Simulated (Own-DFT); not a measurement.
# Stretching a layer in its plane: wurtzite AlGaN with randomly placed atoms, 72 atoms (Al9Ga27N36)

No measurement is shown. These are fixed-geometry runs of a retired plane-wave code named Own-DFT, which no person has reviewed; spin and spin-orbit coupling are neglected.

Common settings: PBE; PseudoDojo norm-conserving scalar-relativistic files; cutoff 42 hartree; 4 x 4 x 3 k mesh centred on Gamma; Fermi-Dirac smearing of 0.1 eV.

Limits: forces on such cells passed a denser k mesh, each cell not checked; stress not checked against mesh or cutoff.

Unstrained cell vectors in Å: (9.509, 0.000, 0.000); (-4.755, 8.235, 0.000); (0.000, 0.000, 10.268). The unstrained cell has measured lattice constants (interpolated for alloys), not those of this functional. That, the random moves and any unrelaxed bonds set the pressure at no strain. Each run strains x and y alike by e, as a substrate would, and holds the height along z. Random moves of width 0.05 Å per axis were added to every atom. The random placing of the alloy's atoms differs from row to row. Stress is positive in tension.

| e (%) | u (Å) | (s_xx + s_yy)/2 (GPa) | s_zz (GPa) |
|---|---|---|---|
| -2.25 | 0.050 | -20.53 | -12.83 |
| -1.75 | 0.052 | -17.98 | -10.75 |
| -1.25 | 0.052 | ? | ? |
| -0.50 | 0.048 | -9.94 | -9.31 |
| 0.25 | 0.048 | -5.88 | -7.61 |
| 1.75 | 0.050 | 1.51 | -6.20 |
| 2.00 | 0.054 | 2.04 | -6.18 |
| 2.25 | 0.049 | 3.09 | -2.68 |
| 2.75 | 0.049 | 5.34 | -2.82 |
| 3.00 | 0.050 | 7.01 | -4.23 |

## Working it out

With e as a fraction, the in-plane stress is -7.4 + 538 e - 2424 e² GPa (errors 8 and 535, scatter 0.38), and s_zz is -8.4 + 171 e GPa (slope ± 19, scatter 1.08). At e = 0 the first slope is C11 + C12 and the second 2 C13, both with the ions held to the strained lattice and at the cell's own pressure. The term in e² is negative: the layer stiffens under compression and softens under tension. A free layer would change its height as e changes, and the in-plane slope would drop by 2 C13²/C33 to the biaxial modulus. At fixed height, a misfit of 1 % moves the in-plane stress by about 5.4 GPa and s_zz by 1.7 GPa.

## Test on the hidden row

The question: what are the two stresses at e = -1.25 %?

The fitted form gives -14.5 and -10.5 GPa. The calculation gave -14.17 and -11.46 GPa.
